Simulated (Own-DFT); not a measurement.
# One host, several defects: zincblende GaAs

No measurement is shown. These are fixed-geometry runs of a retired plane-wave code named Own-DFT, which no person has reviewed; spin and spin-orbit coupling are neglected.

All runs used: PBE; PseudoDojo norm-conserving scalar-relativistic files; cutoff 42 hartree; 3 x 3 x 3 k mesh centred on Gamma; Fermi-Dirac smearing of 0.1 eV.

Keep in mind (not all hold for every row): not probed for a lower state with spin; forces on such cells failed a check on a denser k mesh; forces not confirmed at this smearing and k mesh; forces on such cells passed a denser k mesh, each cell not checked; stress not checked against mesh or cutoff.

All runs share one cell, with vectors in Å (11.307, 0.000, 0.000); (0.000, 11.307, 0.000); (0.000, 0.000, 11.307) and a volume of 1445.4 Å³. u is the rms random offset of the atoms per axis. The defect's site can differ from row to row.

| cell | formula | u (Å) | P (GPa) |
|---|---|---|---|
| no defect | As32Ga32 | 0.0190 | 3.51 |
| no defect | As32Ga32 | 0.0199 | 3.51 |
| no defect | As32Ga32 | 0.0537 | 3.97 |
| one As on a Ga site | As33Ga31 | 0.0272 | ? |
| one As on a Ga site | As33Ga31 | 0.0275 | 4.24 |
| one As on a Ga site | As33Ga31 | 0.0484 | 4.57 |
| one As on a Ga site | As33Ga31 | 0.0484 | 4.60 |
| one In on a Ga site | As32Ga31In | 0.0297 | 4.30 |
| one In on a Ga site | As32Ga31In | 0.0464 | 4.64 |
| one In on a Ga site | As32Ga31In | 0.0537 | 4.58 |
| one Al on a Ga site | AlAs32Ga31 | 0.0459 | 3.94 |
| one Al on a Ga site | AlAs32Ga31 | 0.0474 | 3.93 |
| one Al on a Ga site | AlAs32Ga31 | 0.0485 | 3.87 |
| one P on an As site | As31Ga32P | 0.0294 | 3.35 |
| one P on an As site | As31Ga32P | 0.0300 | 3.35 |
| one P on an As site | As31Ga32P | 0.0302 | 3.37 |

## Analysis

P = P0 + c u² + a shift for each defect gives P0 = 3.44 GPa, c = 183 ± 20 GPa/Å² and a scatter of 0.06 GPa. The shifts, and each times the cell's volume:

- one In on a Ga site: 0.70 ± 0.05 GPa, 6.4 eV
- one As on a Ga site: 0.69 ± 0.05 GPa, 6.3 eV
- one Al on a Ga site: 0.06 ± 0.05 GPa, 0.6 eV (not resolved)
- one P on an As site: -0.25 ± 0.05 GPa, -2.2 eV

A positive shift means that the defect pushes the cell outwards. Shift times volume (160.2 GPa Å³ is 1 eV) depends little on the cell's size, so, taken for each site, it can be compared between cells at like pressure. The atoms around the defects weren't relaxed, which would change these numbers.

## Prediction

The question: what pressure belongs in the blank (one As on a Ga site, u = 0.0272 Å)?

From the fit: 4.27 ± 0.07 GPa. The hidden result is 4.21 GPa.
